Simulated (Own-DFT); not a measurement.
Simulation results for Si3N4 (beta silicon nitride, strained, atoms displaced)

A calculation, not a measurement: plane-wave PBE density functional theory by an unreviewed code, no spin, of a simulated periodic cell, stress positive in tension, free energy of the whole cell less one offset for each atom, forces on such cells moved up to 12 meV/angstrom on a denser k mesh; offsets are fitted by least squares, one for each functional and potential file, so energies compare only between cells with the same atoms and settings and are not formation energies; the far tail of each file's local potential was reset to the Coulomb form; each entry is a single point on an unrelaxed cell, so the pressure reflects the starting lattice, mostly measured values (interpolated for alloys), from which strain is counted, and rises with the displacements; printed positions are rounded, which can move forces by about a meV/angstrom; the program, named Own-DFT, is a retired in-house code; no spin-orbit coupling; before rounding, a Quantum ESPRESSO 7.3.1 run of the same cell and cutoff gave forces within 1 meV/angstrom rms on each cell, which checks the program and not the settings. Program: Own-DFT development build.

Common to all runs: functional PBE; potential files PseudoDojo norm-conserving, scalar-relativistic, standard set; wave cutoff 42 hartree; occupations Fermi-Dirac; smearing width 0.1 eV; k mesh 2 x 2 x 4 centred on Gamma.

(1) Si3N4 (beta silicon nitride, strained, atoms displaced)

```
cell vectors (Å)
  14.9706    -0.1879     0.2367
  -7.6481    13.2938    -0.3073
   0.0905    -0.0834     5.8114
atoms (fractions of the cell vectors)
Si  0.08688  0.38788  0.15386
Si  0.12012  0.20160  0.11999
Si  0.29637  0.41027  0.13302
Si  0.41282  0.12454  0.38678
Si  0.37996  0.29717  0.36469
Si  0.20185  0.08708  0.37590
N   0.17192  0.01860  0.10325
N   0.48264  0.14652  0.11961
N   0.34601  0.32489  0.12184
N   0.34183  0.48745  0.37786
N   0.01885  0.34483  0.36979
N   0.15561  0.17052  0.37954
N   0.17091  0.33375  0.11073
N   0.33221  0.16512  0.35954
Si  0.09186  0.38754  0.61951
Si  0.11871  0.20305  0.62718
Si  0.29801  0.41462  0.62129
Si  0.40949  0.10835  0.86930
Si  0.39102  0.29152  0.86918
Si  0.20161  0.08860  0.87661
N   0.16367  0.01848  0.63254
N   0.48507  0.14762  0.61834
N   0.35123  0.32767  0.63290
N   0.33597  0.48242  0.87310
N   0.02021  0.35273  0.88234
N   0.14718  0.16914  0.88188
N   0.16422  0.33474  0.62419
N   0.33521  0.17020  0.86411
Si  0.08337  0.88569  0.12060
Si  0.11844  0.70319  0.13037
Si  0.29478  0.90987  0.11893
Si  0.41666  0.61667  0.38324
Si  0.38640  0.79355  0.37079
Si  0.20133  0.58488  0.37996
N   0.16220  0.51202  0.11754
N   0.48035  0.64884  0.12511
N   0.34546  0.83282  0.12416
N   0.33612  0.98642  0.38679
N   0.01710  0.85398  0.36160
N   0.14702  0.66569  0.36452
N   0.16916  0.83375  0.13055
N   0.33083  0.66000  0.38433
Si  0.08989  0.88979  0.63523
Si  0.11385  0.70332  0.62193
Si  0.29415  0.90485  0.61585
Si  0.42180  0.61921  0.87701
Si  0.38371  0.79878  0.87095
Si  0.20414  0.58197  0.88416
N   0.17041  0.51503  0.62538
N   0.48616  0.65311  0.62608
N   0.34643  0.83079  0.63071
N   0.33575  0.98348  0.86192
N   0.01853  0.84916  0.86170
N   0.15128  0.66506  0.86443
N   0.17265  0.83797  0.62853
N   0.33953  0.66837  0.87821
Si  0.58891  0.38760  0.12235
Si  0.61535  0.19851  0.13805
Si  0.80226  0.41713  0.10868
Si  0.91030  0.11481  0.38469
Si  0.89227  0.30101  0.37344
Si  0.69660  0.08691  0.36651
N   0.66534  0.01262  0.12326
N   0.98587  0.15493  0.12745
N   0.85008  0.33578  0.11274
N   0.83841  0.48598  0.36717
N   0.51807  0.34924  0.37965
N   0.65868  0.16952  0.37140
N   0.67110  0.33725  0.13647
N   0.83841  0.17228  0.37528
Si  0.58651  0.38313  0.62598
Si  0.61523  0.20776  0.63049
Si  0.79268  0.40418  0.61482
Si  0.91557  0.11797  0.86901
Si  0.88148  0.30012  0.87767
Si  0.70887  0.08824  0.87773
N   0.67002  0.01500  0.61576
N   0.97993  0.14677  0.62917
N   0.84264  0.32512  0.60556
N   0.82988  0.48142  0.86695
N   0.51905  0.35361  0.86518
N   0.64607  0.16552  0.89303
N   0.66795  0.33395  0.62452
N   0.82481  0.15930  0.87750
Si  0.58862  0.88597  0.13001
Si  0.61293  0.70422  0.13188
Si  0.80001  0.91567  0.12965
Si  0.91485  0.61760  0.37176
Si  0.88918  0.80374  0.37647
Si  0.70978  0.58912  0.38272
N   0.66746  0.51543  0.12414
N   0.99127  0.65226  0.12613
N   0.85223  0.83978  0.12801
N   0.83162  0.98259  0.38604
N   0.51435  0.85031  0.36164
N   0.65069  0.66763  0.37806
N   0.67469  0.83196  0.12847
N   0.83318  0.66428  0.37897
Si  0.58717  0.88097  0.61977
Si  0.62412  0.70571  0.61473
Si  0.79427  0.91289  0.62887
Si  0.91520  0.61866  0.86614
Si  0.87812  0.79366  0.89442
Si  0.70302  0.59135  0.87981
N   0.65862  0.51536  0.62341
N   0.99044  0.65247  0.62344
N   0.84264  0.83009  0.63342
N   0.83049  0.98606  0.86381
N   0.51149  0.84061  0.86386
N   0.65364  0.66983  0.88043
N   0.66306  0.82965  0.61355
N   0.83635  0.66576  0.88459
```

| Item | Value |
| --- | --- |
| free energy of cell above offsets | -6.318 eV |
| pressure | 12.46 GPa |
| stress xx | -16.62 GPa |
| stress yy | -9.26 GPa |
| stress zz | -11.51 GPa |
| stress yz | -3 GPa |
| stress xz | 6.93 GPa |
| stress xy | -6.63 GPa |

Force:
```tsv
element	x (eV/Å)	y (eV/Å)	z (eV/Å)
Si	4.505	-0.695	-9.456
Si	-3.676	2.899	4.775
Si	2.233	1.119	-2.201
Si	1.972	-3.666	-2.925
Si	2.318	-0.942	2.013
Si	0.509	-0.319	-0.654
N	-1.284	-2.054	3.733
N	-0.425	0.337	1.359
N	-1.033	1.822	-0.785
N	0.026	-1.383	-0.008
N	-1.964	-0.343	5.656
N	0.179	-1.256	-1.504
N	-2.63	-0.867	1.432
N	-1.733	1.61	0.499
Si	-1.294	-1.035	2.826
Si	-2.202	1.535	0.774
Si	1.58	-1.459	1.094
Si	0.064	1.816	0.941
Si	-3.398	2.615	-0.009
Si	0.256	2.771	-1.014
N	-0.508	-0.245	-2.321
N	-0.072	0.735	1.508
N	-2.47	1.661	-1.051
N	0.527	1.633	1.489
N	-1.883	-0.656	-0.793
N	3.696	-2.823	-4.668
N	2.587	-1.455	-0.59
N	1.19	-4.407	0.08
Si	4.157	0.656	-2.22
Si	1.085	1.582	-2.961
Si	1.287	3.61	1.083
Si	-1.452	-0.529	-0.139
Si	-3.438	-1.077	-0.058
Si	-0.99	0.955	-0.727
N	-0.002	1.126	3.011
N	2.701	1.293	1.905
N	1.775	-0.688	0.906
N	-0.121	-0.024	-1.712
N	0.186	0.372	3.354
N	2.513	-1.621	2.174
N	-3.446	-0.858	-0.296
N	0.41	2.303	-0.443
Si	2.552	-0.358	-4.009
Si	4.231	2.088	0.958
Si	2.983	4.93	-0.183
Si	-3.569	-2.196	-1.132
Si	-0.449	-2.179	0.559
Si	-0.124	3.442	-1.903
N	-0.784	-0.194	-0.995
N	2.444	0.683	-0.394
N	1.518	-0.641	-1.736
N	-0.045	-1.939	1.543
N	-3.439	-1.574	3.486
N	0.506	-0.649	0.726
N	-5.42	-3.82	-0.156
N	-1.49	-0.92	0.331
Si	1.526	-1.28	0.68
Si	-2.247	3.029	0.066
Si	-0.9	-1.144	2.136
Si	-0.284	0.309	-1.819
Si	-2.32	-2.463	-2.769
Si	3.947	-0.227	1.966
N	-0.321	0.608	-0.785
N	0.31	-1.156	0.232
N	-0.223	0.928	3.971
N	0.302	-0.037	1.178
N	-1.679	-0.725	-1.681
N	-2.955	1.046	1.693
N	-0.935	-1.619	-0.509
N	-1.14	-1.745	-0.274
Si	1.085	1.721	-2.084
Si	2.454	-1.952	0.945
Si	1.959	3.876	-0.796
Si	-2.324	-0.693	3.661
Si	3.402	-2.496	-3.618
Si	-7.609	-4.436	-1.139
N	-1.107	-0.713	0.253
N	3.353	1.658	-1.875
N	-0.176	1.513	3.435
N	0.989	2.374	-1.623
N	0.527	-0.176	2.969
N	2.531	-1.263	-4.488
N	-2.396	-1.048	0.068
N	7.079	7.224	0.032
Si	1.615	-1.448	-3.625
Si	1.493	-0.358	-0.018
Si	-0.141	1.666	-1.243
Si	0.982	-1.073	0.199
Si	-2.017	-2.241	0.888
Si	-4.089	-2.519	-0.962
N	-0.518	1.668	-0.032
N	-3.415	-1.213	-1.175
N	0.976	-0.174	2.155
N	0.682	1.256	-1.005
N	1.017	0.01	2.333
N	2.583	-1.877	-3.637
N	-4.326	0.354	-0.27
N	2.071	4.285	0.008
Si	-0.916	1.335	-0.171
Si	-2.501	-0.138	4.267
Si	0.23	-1.066	-0.865
Si	1.597	-1.954	1.884
Si	1.688	0.095	-4.412
Si	0.074	-2.3	-0.141
N	0.797	0.793	0.643
N	-4.247	-1.493	-0.685
N	1.181	0.019	0.284
N	0.836	0.299	3.601
N	1.957	2.062	1.554
N	-0.325	0.04	-0.885
N	0.777	0.935	0.391
N	-1.561	1.201	-0.084
```

(2) Si3N4 (beta silicon nitride, strained, atoms displaced)

```
cell vectors (Å)
  15.0784     0.1569     0.2567
  -7.4034    13.2791     0.0319
   0.0982     0.0708     5.7431
atoms (fractions of the cell vectors)
Si  0.08382  0.37787  0.12772
Si  0.11637  0.20456  0.11541
Si  0.29070  0.40681  0.14048
Si  0.42071  0.11848  0.37055
Si  0.39017  0.29541  0.38217
Si  0.20792  0.09855  0.37420
N   0.16675  0.01316  0.12557
N   0.48269  0.14930  0.13631
N   0.34782  0.33001  0.13043
N   0.33056  0.48534  0.38299
N   0.02204  0.35185  0.36815
N   0.14326  0.16651  0.37053
N   0.16801  0.33253  0.11444
N   0.33103  0.16592  0.37496
Si  0.09234  0.38539  0.62189
Si  0.11312  0.20434  0.62922
Si  0.29783  0.41194  0.63105
Si  0.41044  0.10751  0.87312
Si  0.38809  0.29743  0.89208
Si  0.19581  0.08247  0.87570
N   0.16197  0.00712  0.60976
N   0.48455  0.15246  0.60099
N   0.34273  0.33106  0.62403
N   0.33207  0.48446  0.86408
N   0.01713  0.34920  0.87447
N   0.15637  0.17142  0.86281
N   0.16323  0.33262  0.63361
N   0.32834  0.16400  0.87907
Si  0.08879  0.88550  0.13259
Si  0.11175  0.69707  0.11114
Si  0.29346  0.91289  0.12391
Si  0.41551  0.61044  0.37369
Si  0.39362  0.80603  0.37096
Si  0.19853  0.58472  0.38117
N   0.16338  0.52001  0.12822
N   0.48222  0.65095  0.11676
N   0.35117  0.83323  0.12735
N   0.34035  0.98281  0.38554
N   0.01389  0.84632  0.36303
N   0.15156  0.66802  0.37626
N   0.17325  0.83364  0.13342
N   0.32754  0.66359  0.38444
Si  0.08565  0.88526  0.62264
Si  0.11308  0.70046  0.63625
Si  0.29878  0.91248  0.64134
Si  0.41778  0.62213  0.86614
Si  0.38755  0.80338  0.88602
Si  0.20347  0.58249  0.87461
N   0.16966  0.51619  0.61775
N   0.48528  0.65375  0.62687
N   0.35702  0.83893  0.62691
N   0.33563  0.98667  0.89486
N   0.01771  0.85272  0.87684
N   0.15012  0.66809  0.86820
N   0.16255  0.83410  0.63509
N   0.34091  0.67071  0.88292
Si  0.57889  0.38252  0.12833
Si  0.61211  0.19607  0.12215
Si  0.80272  0.42049  0.12307
Si  0.91144  0.11315  0.38281
Si  0.88452  0.29528  0.37780
Si  0.70268  0.08584  0.37325
N   0.67351  0.01854  0.13665
N   0.98458  0.14667  0.13856
N   0.85152  0.32987  0.11915
N   0.83954  0.48284  0.37342
N   0.51785  0.35217  0.36340
N   0.65243  0.16286  0.38612
N   0.67081  0.33256  0.12502
N   0.83717  0.17077  0.38616
Si  0.58412  0.37992  0.61972
Si  0.61301  0.20214  0.63612
Si  0.79920  0.41915  0.61531
Si  0.91280  0.11943  0.87362
Si  0.88449  0.29130  0.87569
Si  0.70528  0.08574  0.87192
N   0.67370  0.02474  0.60338
N   0.99249  0.15489  0.61050
N   0.84802  0.33028  0.62781
N   0.83492  0.48407  0.86952
N   0.51340  0.33855  0.87503
N   0.65225  0.16942  0.86973
N   0.66980  0.33392  0.62916
N   0.83715  0.16518  0.85550
Si  0.59009  0.88779  0.10945
Si  0.62303  0.70389  0.11520
Si  0.80085  0.91746  0.12167
Si  0.91611  0.61977  0.37632
Si  0.88718  0.79949  0.36445
Si  0.70753  0.58607  0.37220
N   0.65916  0.51020  0.12709
N   0.97890  0.64565  0.11863
N   0.85352  0.83520  0.12336
N   0.83286  0.98454  0.36914
N   0.51725  0.84630  0.37682
N   0.64752  0.65841  0.37500
N   0.66988  0.83425  0.11644
N   0.82899  0.66369  0.37123
Si  0.58551  0.88066  0.61418
Si  0.61152  0.70232  0.63334
Si  0.79450  0.90812  0.62245
Si  0.92121  0.62113  0.87705
Si  0.88156  0.78990  0.88501
Si  0.70197  0.58045  0.86500
N   0.67065  0.51423  0.61192
N   0.97846  0.64874  0.61605
N   0.85125  0.83337  0.63043
N   0.83483  0.98552  0.86144
N   0.51198  0.84776  0.87749
N   0.65134  0.67151  0.88445
N   0.66678  0.83480  0.64061
N   0.83892  0.66512  0.86398
```

| Property | Result |
| --- | --- |
| free energy of cell above offsets | -4.495 eV |
| pressure | 11.19 GPa |
| stress xx | -11.82 GPa |
| stress yy | -1.43 GPa |
| stress zz | -20.31 GPa |
| stress yz | 4.48 GPa |
| stress xz | 5.8 GPa |
| stress xy | 1.85 GPa |

Force:
```tsv
element	x (eV/Å)	y (eV/Å)	z (eV/Å)
Si	1.229	3.372	-3.78
Si	-0.602	-0.518	0.744
Si	1.575	2.959	-1.945
Si	-6.216	-4.892	2.369
Si	-3.634	-0.577	0.107
Si	-1.51	-3.938	-0.424
N	-0.549	1.001	0.991
N	2.818	1.112	-7.009
N	-0.15	1.123	1.918
N	0.787	-1.371	-1.237
N	-3.242	-1.416	4.352
N	2.385	-0.436	-0.126
N	-0.87	-0.63	0.416
N	3.18	1.474	0.292
Si	-2.711	0.932	-0.306
Si	2.242	1.859	-1.483
Si	-2.073	-0.123	0.064
Si	-1.779	4.185	0.107
Si	-2.629	-2.795	-3.41
Si	1.756	0.187	-1.779
N	-0.318	4.83	1.061
N	1.493	0.563	5.675
N	3.702	-1.039	1.037
N	0.581	1.083	2.926
N	-0.512	-0.396	0.106
N	-0.4	-1.021	1.039
N	3.661	-0.225	-0.441
N	1.628	-0.192	-0.185
Si	1.911	0.397	-3.318
Si	0.303	2.518	4.301
Si	2.527	-0.415	4.797
Si	-3.706	1.652	-0.095
Si	-1.917	-4.898	1.032
Si	1.518	2.963	-2.523
N	-0.154	-3.323	-0.046
N	3.237	0.812	0.509
N	-2.057	2.189	1.302
N	-0.353	1.255	-0.959
N	-0.51	-0.504	3.258
N	-1.616	-0.281	-0.538
N	-3.652	-2.394	-0.602
N	2.282	1.778	-0.106
Si	-0.244	-1.154	-0.74
Si	-1.161	2.468	-4.366
Si	-1.493	-0.597	-1.616
Si	-1.969	-3.56	3.26
Si	-0.037	-3.961	-2.647
Si	1.725	2.59	-0.711
N	-0.852	-2.356	3.079
N	1.809	0.184	-3.251
N	-0.77	0.571	1.28
N	0.443	-1.095	-3.342
N	-1.407	-1.153	1.334
N	2.484	-2.252	0.258
N	2.663	-1.19	0.067
N	-3.939	0.299	-0.367
Si	7.107	1.12	-5.308
Si	1.003	3.626	2.801
Si	-0.097	-4.81	-0.446
Si	-0.258	0.575	0.269
Si	0.486	1.215	-0.617
Si	1.585	5.477	-2.628
N	-0.888	-2.14	-3.758
N	0.157	0.336	-3.842
N	-1.418	1.359	1.71
N	0.033	3.885	-1.791
N	-2.887	-1.793	6.177
N	-2.425	0.88	-1.964
N	-1.959	-0.119	0.176
N	-0.098	-2.524	-0.964
Si	2.565	1.081	-0.048
Si	0.976	1.839	-3.312
Si	0.936	-4.138	3.352
Si	4.498	-2.039	0.262
Si	-0.204	1.816	-1.201
Si	0.136	1.1	-1.242
N	-0.36	-6.922	7.668
N	-4.195	-2.473	2.232
N	-0.615	1.264	0.24
N	0.447	2.951	-0.434
N	-0.297	1.237	0.078
N	1.679	-2.682	1.218
N	-1.436	-0.235	-0.454
N	-3.587	0.292	0.988
Si	1.08	-0.739	1.662
Si	-4.836	1.575	6.768
Si	-0.375	-1.148	-0.84
Si	-2.435	-2.447	-0.537
Si	-0.579	-1.715	2.55
Si	-2.313	-0.303	-1.883
N	0.226	1.085	-1.175
N	3.64	1.916	1.25
N	-2.013	0.827	0.417
N	0.384	-0.225	1.023
N	0.844	1.206	-1.844
N	-1.187	1.369	0.403
N	0.06	0.384	0.512
N	2.395	2.268	-0.299
Si	0.21	2.481	1.49
Si	1.967	0.776	-1.725
Si	0.498	1.258	0.238
Si	-2.921	-4.036	-1.821
Si	1.266	1.595	-2.479
Si	0.499	1.863	1.132
N	-0.962	-2.359	2.277
N	3.933	1.714	0.845
N	0.186	-0.387	-0.686
N	0.264	0.952	0.733
N	2.674	2.296	-0.642
N	4.899	-3.864	-6.57
N	0.168	-1.415	-0.976
N	-3.363	-0.76	0.686
```
